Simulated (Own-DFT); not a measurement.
## Calculated data, GaN (wurtzite, strained, atoms displaced), Si3N4 (beta silicon nitride, strained, atoms displaced), GaP (zincblende, atoms displaced)

A calculation, not a measurement: plane-wave PBE density functional theory by an unreviewed code, no spin, of a simulated periodic cell, stress positive in tension, free energy of the whole cell less one offset for each atom, forces on such cells passed a denser k mesh, this cell's mesh not checked; offsets are fitted by least squares, one for each functional and potential file, so energies compare only between cells with the same atoms and settings and are not formation energies; the far tail of each file's local potential was reset to the Coulomb form; each entry is a single point on an unrelaxed cell, so the pressure reflects the starting lattice, mostly measured values (interpolated for alloys), from which strain is counted, and rises with the displacements; printed positions are rounded, which can move forces by about a meV/angstrom; the program, named Own-DFT, is a retired in-house code; no spin-orbit coupling. Program: Own-DFT development build.

Common to all runs: functional PBE.

(1) GaN (wurtzite, strained, atoms displaced)

```
GaN
1.0
     12.7560     0.0000     0.0000
     -4.7835     8.2853     0.0000
      0.0000     0.0000    10.6552
Ga N Ga N Ga N Ga N Ga N Ga N Ga N Ga N Ga N Ga N Ga N Ga N Ga N Ga N Ga N Ga N Ga N Ga N Ga N Ga N Ga N Ga N Ga N Ga N
2 2 2 2 2 2 2 2 2 2 2 2 2 2 2 2 2 2 2 2 2 2 2 2 2 2 2 2 2 2 2 2 2 2 2 2 2 2 2 2 2 2 2 2 2 2 2 2
Direct
  0.08438 0.22270 0.99473
  0.16540 0.10015 0.24782
  0.09053 0.22789 0.19109
  0.16895 0.11600 0.43972
  0.08188 0.22534 0.49215
  0.16449 0.11409 0.75101
  0.07939 0.21637 0.69299
  0.17079 0.10462 0.93919
  0.07984 0.55539 0.00157
  0.16702 0.44365 0.23968
  0.08620 0.56655 0.18912
  0.16065 0.43615 0.43661
  0.07460 0.53758 0.50314
  0.16453 0.44258 0.74432
  0.07943 0.55169 0.68231
  0.16785 0.44017 0.95187
  0.07782 0.88691 0.00374
  0.16961 0.77808 0.24386
  0.07624 0.87962 0.18887
  0.16294 0.76855 0.44116
  0.08204 0.88868 0.50413
  0.16877 0.78061 0.74892
  0.09420 0.89784 0.68898
  0.16566 0.77199 0.94176
  0.33193 0.21386 0.00150
  0.41442 0.11174 0.25218
  0.34030 0.22612 0.18622
  0.42604 0.10831 0.44006
  0.33866 0.22580 0.49557
  0.41445 0.10913 0.74790
  0.32886 0.21258 0.69066
  0.41477 0.11689 0.93913
  0.34011 0.55831 0.99951
  0.41176 0.44644 0.25684
  0.33696 0.55675 0.18584
  0.41564 0.44229 0.43258
  0.33155 0.55697 0.50485
  0.42228 0.45106 0.74623
  0.33392 0.54819 0.68366
  0.41598 0.44451 0.94138
  0.32619 0.87387 0.00515
  0.41919 0.77542 0.25492
  0.33874 0.89513 0.19185
  0.41495 0.77190 0.44103
  0.32670 0.88209 0.49106
  0.41833 0.78021 0.75021
  0.32908 0.88023 0.69528
  0.42480 0.79168 0.93312
  0.57795 0.21055 0.99693
  0.66776 0.11351 0.25453
  0.58119 0.22194 0.19271
  0.66533 0.10455 0.43242
  0.57753 0.22529 0.50389
  0.66736 0.10032 0.73651
  0.59016 0.21907 0.68825
  0.67126 0.11064 0.93667
  0.58485 0.55650 0.00210
  0.66732 0.44360 0.24620
  0.57919 0.55906 0.19043
  0.66592 0.44423 0.43872
  0.58433 0.54819 0.49674
  0.67404 0.45659 0.75082
  0.58364 0.55560 0.68967
  0.66859 0.45465 0.94265
  0.58244 0.88679 0.00153
  0.65913 0.77582 0.24794
  0.58099 0.88241 0.18092
  0.67338 0.78528 0.43947
  0.57409 0.87391 0.49761
  0.66681 0.78185 0.75619
  0.58082 0.89134 0.68659
  0.67000 0.77835 0.93744
  0.82689 0.21992 0.99955
  0.91432 0.10940 0.25462
  0.82928 0.21682 0.19695
  0.91631 0.11266 0.43622
  0.83361 0.22565 0.49927
  0.91479 0.11251 0.74720
  0.83828 0.21844 0.68763
  0.92067 0.11115 0.93724
  0.83860 0.56187 0.00257
  0.91679 0.43745 0.25326
  0.82896 0.55009 0.19589
  0.92119 0.43816 0.44424
  0.82907 0.55544 0.49972
  0.91568 0.44207 0.75199
  0.83445 0.55324 0.68659
  0.91383 0.43903 0.94367
  0.82745 0.87894 0.00028
  0.91175 0.77496 0.24414
  0.83453 0.88987 0.18262
  0.91571 0.77770 0.44308
  0.83033 0.87445 0.50595
  0.92207 0.76940 0.74993
  0.84166 0.89338 0.68546
  0.91738 0.78014 0.94211
```

Here we set potential files PseudoDojo norm-conserving, scalar-relativistic, standard set with the stringent files for Ga, wave cutoff 96 hartree, occupations Gaussian, smearing width 0.01 eV and k mesh 3 x 4 x 3 centred on Gamma.

Results for GaN (wurtzite, strained, atoms displaced): free energy of cell above offsets -5.728 eV; pressure 2.11 GPa; stress xx -5.84 GPa; stress yy -4.68 GPa; stress zz 4.19 GPa; stress yz -0.4 GPa; stress xz -0.86 GPa; stress xy -0.69 GPa.

Force:
| element | x (eV/Å) | y (eV/Å) | z (eV/Å) |
| --- | --- | --- | --- |
| Ga | 0.494 | -1.066 | 1.135 |
| Ga | -0.26 | 1.396 | 0.461 |
| N | -0.657 | -1.693 | -0.762 |
| N | 0.485 | -0.902 | -0.51 |
| Ga | 0.345 | -1.488 | 1.024 |
| Ga | 0.634 | -0.075 | 0.531 |
| N | 0.172 | 1.069 | -1.085 |
| N | -1.279 | 0.184 | -0.146 |
| Ga | 0.832 | -0.732 | 0.238 |
| Ga | -0.075 | 0.721 | 0.999 |
| N | -0.019 | -2.089 | -0.452 |
| N | 0.943 | 1.88 | -0.519 |
| Ga | 1.449 | 2.055 | -0.305 |
| Ga | 0.232 | -0.233 | 1.057 |
| N | 0.246 | 0.36 | 1.491 |
| N | -0.346 | 1.7 | -1.814 |
| Ga | 1.185 | 0.381 | -0.231 |
| Ga | -0.47 | 0.608 | 1.606 |
| N | 0.727 | 0.515 | -0.209 |
| N | -0.552 | 0.183 | -0.776 |
| Ga | 0.594 | 0.283 | -0.443 |
| Ga | -0.174 | -0.874 | 0.602 |
| N | -1.238 | -1.318 | 0.011 |
| N | -0.863 | 0.287 | -0.593 |
| Ga | -0.545 | 1.502 | 0.293 |
| Ga | 0.923 | 0.587 | 0.085 |
| N | -1.244 | -0.515 | 0.555 |
| N | -2.798 | -0.762 | -0.745 |
| Ga | -0.575 | -1.113 | 0.956 |
| Ga | 0.692 | -0.12 | 0.661 |
| N | 0.357 | 1.687 | -1.028 |
| N | 1.38 | -1.79 | -0.675 |
| Ga | -0.717 | 0.119 | 0.038 |
| Ga | 0.962 | -0.548 | -1.574 |
| N | -0.843 | 0.542 | 0.215 |
| N | 0.101 | 0.685 | 1.556 |
| Ga | -0.237 | -1.377 | -0.954 |
| Ga | -0.361 | -1.85 | 1.255 |
| N | -0.718 | 0.973 | 0.795 |
| N | 0.688 | -0.103 | -0.952 |
| Ga | 0.496 | 1.807 | -0.406 |
| Ga | -0.399 | 0.095 | -0.609 |
| N | -0.081 | -1.141 | -0.284 |
| N | -0.75 | -0.094 | -0.799 |
| Ga | 0.392 | 0.35 | 1.485 |
| Ga | -0.401 | -0.558 | 0.032 |
| N | 0.774 | 0.885 | -1.491 |
| N | -0.572 | -1.627 | 0.452 |
| Ga | 0.248 | 1.211 | 0.459 |
| Ga | -0.829 | -0.716 | -0.486 |
| N | 0.427 | -0.281 | -0.906 |
| N | -0.534 | 0.22 | 1.67 |
| Ga | 2.888 | -0.166 | 0.297 |
| Ga | 0.026 | 2.192 | 1.664 |
| N | -1.41 | 0.891 | 0.072 |
| N | -1.381 | -0.754 | -0.702 |
| Ga | -0.943 | -0.279 | 0.425 |
| Ga | -1.407 | -0.238 | 0.413 |
| N | 0.764 | -0.752 | -0.156 |
| N | 0.474 | -0.428 | -0.508 |
| Ga | -1.15 | 1.495 | 0.386 |
| Ga | -0.497 | -1.64 | 0.892 |
| N | 0.537 | 0.681 | -0.847 |
| N | 1.214 | -1.154 | -0.676 |
| Ga | 0.637 | 0.679 | -0.439 |
| Ga | 1.639 | 0.458 | 0.637 |
| N | -0.602 | 1.063 | 1.082 |
| N | -1.178 | -1.745 | -0.591 |
| Ga | 1.464 | 1.988 | 0.461 |
| Ga | 0.745 | 0.002 | -1.073 |
| N | 0.845 | -2.114 | -0.711 |
| N | -1.244 | -0.313 | -0.13 |
| Ga | 1.892 | -0.315 | 0.884 |
| Ga | 0.891 | 0.008 | -0.48 |
| N | 0.559 | 0.639 | -1.521 |
| N | 0.065 | -0.902 | 0.558 |
| Ga | -0.013 | -1.968 | 0.117 |
| Ga | 1.358 | -0.842 | 1.194 |
| N | -1.791 | 0.853 | -0.594 |
| N | -1.178 | -0.482 | 0.002 |
| Ga | -0.688 | -1.103 | 0.453 |
| Ga | -0.125 | 0.768 | 0.298 |
| N | 1.245 | 0.46 | -0.934 |
| N | -2.894 | 0.596 | -1.474 |
| Ga | 1.367 | -0.228 | -0.148 |
| Ga | 0.267 | -0.545 | 0.214 |
| N | 0.298 | 0.103 | -0.068 |
| N | -0.148 | 0.818 | -0.825 |
| Ga | 0.632 | 2.067 | 0.053 |
| Ga | -0.082 | -0.098 | 1.356 |
| N | -0.702 | -0.295 | 0.655 |
| N | 0.743 | -0.575 | -1.058 |
| Ga | -0.38 | 2.277 | -0.291 |
| Ga | -0.594 | 1.697 | 0.185 |
| N | -0.618 | -1.341 | 1.072 |
| N | 0.229 | -0.679 | -1.053 |

(2) Si3N4 (beta silicon nitride, strained, atoms displaced)

```
Si3N4
1.0
      7.6289     0.0367    -0.1300
     -3.7827     6.6486     0.0173
     -0.1492    -0.0632     8.6542
Si N Si N Si N
6 8 6 8 6 8
Direct
  0.16792 0.76880 0.07777
  0.22472 0.40763 0.08415
  0.58864 0.82310 0.08787
  0.82851 0.22461 0.25062
  0.77328 0.59768 0.24571
  0.39522 0.16482 0.25078
  0.31874 0.02249 0.08156
  0.95708 0.29962 0.07698
  0.69662 0.67491 0.09162
  0.66024 0.96432 0.24725
  0.02596 0.69725 0.24083
  0.31363 0.33892 0.26621
  0.33818 0.67810 0.08543
  0.66521 0.33749 0.24719
  0.17327 0.76915 0.40223
  0.23037 0.41349 0.41398
  0.58276 0.82440 0.42676
  0.82671 0.22819 0.58199
  0.78138 0.60646 0.58722
  0.40050 0.16868 0.57996
  0.33250 0.04751 0.41946
  0.97563 0.30266 0.42039
  0.70493 0.67316 0.41812
  0.68338 0.97656 0.57626
  0.03754 0.70503 0.58765
  0.30141 0.34175 0.57982
  0.33521 0.65709 0.42124
  0.66595 0.33103 0.58603
  0.17136 0.76492 0.75366
  0.23482 0.41962 0.74551
  0.58611 0.81420 0.75459
  0.82953 0.22924 0.92006
  0.76410 0.59077 0.92180
  0.39801 0.16723 0.91828
  0.32084 0.03238 0.74324
  0.97562 0.30005 0.75625
  0.70717 0.66866 0.75192
  0.66373 0.97792 0.91270
  0.02656 0.69914 0.92345
  0.29918 0.33370 0.91124
  0.34343 0.68046 0.74560
  0.66154 0.32735 0.91726
```

Settings of this run: potential files PseudoDojo norm-conserving, scalar-relativistic, standard set, wave cutoff 42 hartree, occupations Fermi-Dirac, smearing width 0.1 eV and k mesh 3 x 3 x 3 centred on Gamma.

The calculation gives: free energy of cell above offsets -3.204 eV; pressure 6.61 GPa; stress xx -4 GPa; stress yy -2.59 GPa; stress zz -13.23 GPa; stress yz -4.96 GPa; stress xz -7.01 GPa; stress xy -1.92 GPa.

Force:
| element | x (eV/Å) | y (eV/Å) | z (eV/Å) |
| --- | --- | --- | --- |
| Si | 2.217 | 0.358 | 2.37 |
| Si | 1.548 | 0.231 | 0.021 |
| Si | 0.329 | 1.377 | -2.13 |
| Si | -2.732 | 0.402 | -0.02 |
| Si | -1.805 | -1.997 | 3.03 |
| Si | 1.71 | 3.412 | -0.836 |
| N | -0.365 | 0.989 | 0.59 |
| N | 4.259 | 1.698 | 5.247 |
| N | 0.558 | -0.202 | -3.071 |
| N | 0.084 | 1.533 | 2.431 |
| N | 1.039 | 0.55 | 0.133 |
| N | -1.618 | -0.203 | -4.398 |
| N | -1.748 | -2.745 | -0.206 |
| N | 0.926 | -1.512 | -0.02 |
| Si | 0.888 | 0.656 | 4.033 |
| Si | 1.185 | -2.489 | 1.658 |
| Si | 3.06 | -0.582 | -3.402 |
| Si | -0.779 | 1.648 | 1.017 |
| Si | -0.416 | -2.76 | -1.357 |
| Si | -0.051 | 4.757 | 3.336 |
| N | 0.007 | -6.264 | -3.021 |
| N | -0.97 | -0.39 | -1.115 |
| N | -0.2 | 0.707 | -0.437 |
| N | -0.698 | -1.504 | 3.05 |
| N | -0.126 | -0.397 | -2.831 |
| N | 1.019 | -0.798 | 1.426 |
| N | -3.257 | 4.025 | -0.624 |
| N | 0.208 | 0.671 | -0.149 |
| Si | 0.2 | 2.047 | 0.437 |
| Si | 0.79 | -1.602 | -0.297 |
| Si | 3.066 | 3.834 | -1.007 |
| Si | -3.359 | -0.631 | -4.785 |
| Si | -0.198 | -1.418 | 0.429 |
| Si | 0.559 | 1.767 | -1.38 |
| N | 0.01 | -1.62 | 1.871 |
| N | -0.659 | 0.208 | -0.815 |
| N | -1.697 | 1.124 | 0.378 |
| N | 0.465 | -2.478 | 1.101 |
| N | -0.951 | -0.849 | -3.64 |
| N | -0.024 | 0.257 | 2.207 |
| N | -2.333 | -2.481 | 0.539 |
| N | -0.141 | 0.673 | 0.237 |

(3) GaP (zincblende, atoms displaced)

```
GaP
1.0
     10.9010     0.0000     0.0000
      0.0000    10.9010     0.0000
      0.0000     0.0000    10.9010
Ga P Ga P Ga P Ga P Ga P Ga P Ga P Ga P
4 4 4 4 4 4 4 4 4 4 4 4 4 4 4 4
Direct
  0.01327 0.01190 0.00721
  0.00334 0.26038 0.24680
  0.24058 0.00352 0.25878
  0.24081 0.24705 0.99580
  0.14012 0.12226 0.12287
  0.11690 0.37936 0.36708
  0.38400 0.13704 0.38402
  0.38517 0.37640 0.13185
  0.00506 0.00940 0.49643
  0.00431 0.25364 0.75102
  0.24169 0.01329 0.75919
  0.25768 0.26669 0.50138
  0.11092 0.11860 0.61021
  0.11346 0.36753 0.88557
  0.37146 0.11930 0.90088
  0.38462 0.37706 0.60172
  0.99196 0.51459 0.00351
  0.98251 0.74200 0.25312
  0.26241 0.49136 0.26108
  0.24636 0.74024 0.99545
  0.14297 0.63120 0.12000
  0.12494 0.87584 0.36809
  0.36118 0.62099 0.36709
  0.36883 0.88884 0.13158
  0.99564 0.48705 0.50454
  0.99969 0.74028 0.75220
  0.26080 0.51744 0.74924
  0.24728 0.74011 0.48319
  0.12022 0.64403 0.61826
  0.13724 0.86720 0.88354
  0.37182 0.63720 0.88940
  0.36900 0.88126 0.63098
  0.51920 0.01037 0.00197
  0.49661 0.25916 0.23068
  0.74860 0.99418 0.24221
  0.74687 0.25360 0.98550
  0.63453 0.13508 0.13811
  0.60806 0.38038 0.38590
  0.88193 0.11204 0.37740
  0.86257 0.37834 0.12377
  0.50768 0.98557 0.48246
  0.49711 0.25157 0.75099
  0.74859 0.00631 0.74115
  0.73794 0.24446 0.50235
  0.62090 0.12826 0.61801
  0.63805 0.37603 0.86742
  0.87832 0.12871 0.88027
  0.87519 0.38248 0.62959
  0.49880 0.50015 0.97959
  0.49218 0.75118 0.25596
  0.74305 0.51865 0.25443
  0.73641 0.75331 0.00584
  0.62428 0.62693 0.11774
  0.64045 0.86131 0.36736
  0.88086 0.63013 0.37175
  0.84578 0.86857 0.13558
  0.50715 0.50513 0.50638
  0.48901 0.76254 0.75400
  0.75873 0.48331 0.76263
  0.74811 0.76184 0.49128
  0.61480 0.62719 0.61077
  0.62414 0.87039 0.87711
  0.88033 0.61877 0.87319
  0.86159 0.88124 0.61549
```

Here we set potential files PseudoDojo norm-conserving, scalar-relativistic, standard set, wave cutoff 42 hartree, occupations Fermi-Dirac, smearing width 0.1 eV, hardware one NVIDIA H100 and k mesh 3 x 3 x 3 centred on Gamma.

The calculation gives: free energy of cell above offsets -23.613 eV; pressure 5.49 GPa; stress xx -5.36 GPa; stress yy -5.61 GPa; stress zz -5.5 GPa; stress yz 0.41 GPa; stress xz -0.2 GPa; stress xy 0.05 GPa; wall time 607.7 s.

Force:
| element | x (eV/Å) | y (eV/Å) | z (eV/Å) |
| --- | --- | --- | --- |
| Ga | -1.369 | -1.773 | -0.499 |
| Ga | -1.179 | -1.652 | -0.98 |
| Ga | 1.838 | 0.55 | 0.307 |
| Ga | 1.043 | 1.294 | 0.811 |
| P | -1.472 | 1.172 | 1.519 |
| P | 1.247 | 0.02 | 1.231 |
| P | -0.523 | -0.85 | -1.361 |
| P | -2.501 | 1.721 | -3.352 |
| Ga | -1.276 | -3.663 | -1.052 |
| Ga | -0.551 | -0.691 | -0.689 |
| Ga | 0.233 | -0.612 | -0.678 |
| Ga | -2.227 | -2.055 | -1.277 |
| P | 3.194 | 3.155 | 3.254 |
| P | 1.031 | 1.836 | -0.769 |
| P | 0.758 | 0.874 | -2.526 |
| P | -0.342 | 0.983 | 4.174 |
| Ga | 1.321 | -1.411 | 1.418 |
| Ga | 2.683 | 2.116 | -2.238 |
| Ga | -1.799 | -0.551 | -2.156 |
| Ga | 0.706 | 2.742 | 1.734 |
| P | -2.71 | -1.945 | 2.224 |
| P | -1.318 | -0.645 | 0.652 |
| P | 3.012 | 0.624 | 1.52 |
| P | 0.992 | -0.878 | -0.614 |
| Ga | 0.69 | 2.09 | -0.54 |
| Ga | -0.504 | 2.052 | 0.026 |
| Ga | -0.947 | -1.039 | -0.564 |
| Ga | -0.238 | 2.001 | 1.229 |
| P | 0.479 | -2.441 | -0.183 |
| P | -2.2 | 1.324 | -1.271 |
| P | 1.776 | -1.42 | -2.564 |
| P | -0.294 | 0.191 | -1.37 |
| Ga | -0.56 | -0.984 | 1.197 |
| Ga | 1.611 | -1.881 | 3.449 |
| Ga | -0.614 | 2.159 | 2.29 |
| Ga | 0.86 | -0.738 | 2.085 |
| P | 0.02 | -0.005 | -1.594 |
| P | 2.091 | -0.771 | -2.221 |
| P | -1.628 | 2.196 | -1.558 |
| P | 0.495 | 0.538 | 0.311 |
| Ga | -0.522 | 0.502 | 1.162 |
| Ga | -0.464 | -0.464 | -0.137 |
| Ga | -0.118 | -0.03 | 0.92 |
| Ga | 1.603 | 1.12 | -1.063 |
| P | -1.002 | -1.276 | 1.111 |
| P | -3.6 | -0.982 | 0.688 |
| P | 0.065 | -0.776 | -0.926 |
| P | -0.396 | -2.138 | -0.482 |
| Ga | 0.667 | -0.271 | 1.729 |
| Ga | -0.116 | 0.133 | -1.261 |
| Ga | -0.132 | -1.591 | 0.17 |
| Ga | 1.106 | -0.547 | -1.215 |
| P | -1.787 | -0.729 | 0.574 |
| P | -2.925 | 1.891 | -1.533 |
| P | -1.575 | -2.11 | 2.63 |
| P | 4.092 | -0.833 | -2.216 |
| Ga | -1.704 | 0.459 | -1.82 |
| Ga | 0.521 | -0.869 | -0.562 |
| Ga | 0.676 | 3.123 | -2.08 |
| Ga | 1.281 | -2.627 | 1.819 |
| P | 2.09 | 1.889 | 2.977 |
| P | 0.19 | 1.316 | -0.868 |
| P | -1.757 | 1.432 | -0.001 |
| P | 1.98 | -0.253 | 1.006 |
